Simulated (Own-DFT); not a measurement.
# Which defects push the lattice out? 4H SiC

Source: density functional calculations with Own-DFT, an unreviewed in-house program that is no longer used. Nothing was measured or relaxed, and spin and spin-orbit coupling are left out.

Common settings: PBE; PseudoDojo norm-conserving scalar-relativistic files; cutoff 42 hartree; 4 x 4 x 3 k mesh centred on Gamma; Fermi-Dirac smearing of 0.1 eV.

Known weak points (not all hold for every row): not probed for a lower state with spin; forces on such cells failed a check on a denser k mesh; forces on such cells passed a denser k mesh, each cell not checked; stress not checked against mesh or cutoff.

All runs share one cell, with vectors in Å (9.248, 0.000, 0.000); (-4.624, 8.009, 0.000); (0.000, 0.000, 10.068) and a volume of 745.7 Å³. u is the rms random offset of the atoms per axis. The defect's site can differ from row to row.

| cell | formula | u (Å) | P (GPa) |
|---|---|---|---|
| no defect | C36Si36 | 0.0291 | 3.72 |
| no defect | C36Si36 | 0.0601 | 6.28 |
| no defect | C36Si36 | 0.0606 | 6.35 |
| one Al on a Si site and one N on a C site | AlC35NSi35 | 0.0480 | 5.22 |
| one Al on a Si site and one N on a C site | AlC35NSi35 | 0.0525 | 5.88 |
| one Al on a Si site and one N on a C site | AlC35NSi35 | 0.0532 | 5.63 |
| one C vacancy | C35Si36 | 0.0292 | 3.38 |
| one C vacancy | C35Si36 | 0.0477 | 4.77 |
| one C vacancy | C35Si36 | 0.0507 | 5.33 |
| one C on a Si site and one Si on a C site | C36Si36 | 0.0250 | 7.09 |
| one C on a Si site and one Si on a C site | C36Si36 | 0.0451 | 7.83 |
| one C on a Si site and one Si on a C site | C36Si36 | 0.0505 | 9.50 |
| two Al on a Si site each | Al2C36Si34 | 0.0277 | 5.56 |
| two Al on a Si site each | Al2C36Si34 | 0.0309 | 5.82 |
| two Al on a Si site each | Al2C36Si34 | 0.0425 | ? |
| two Al on a Si site each | Al2C36Si34 | 0.0479 | 7.37 |

## Fit

P = P0 + c u² + a shift for each defect gives P0 = 2.68 GPa, c = 1021 ± 95 GPa/Å² and a scatter of 0.31 GPa. The shifts, and each times the cell's volume:

- one C on a Si site and one Si on a C site: 3.68 ± 0.27 GPa, 17.1 eV
- two Al on a Si site each: 2.20 ± 0.28 GPa, 10.2 eV (5.1 eV for each of its 2 sites)
- one Al on a Si site and one N on a C site: 0.20 ± 0.25 GPa, 1.0 eV (not resolved)
- one C vacancy: -0.13 ± 0.26 GPa, -0.6 eV (not resolved)

Against the defect-free cell, a freed cell would be larger where the shift is positive and smaller where it is negative (160.2 GPa Å³ is 1 eV). The atoms around the defects weren't relaxed, which would change these numbers.

## Prediction

Asked: what pressure belongs in the blank (two Al on a Si site each, u = 0.0425 Å)?

The fit gives 6.72 ± 0.36 GPa. The hidden result is 6.66 GPa.
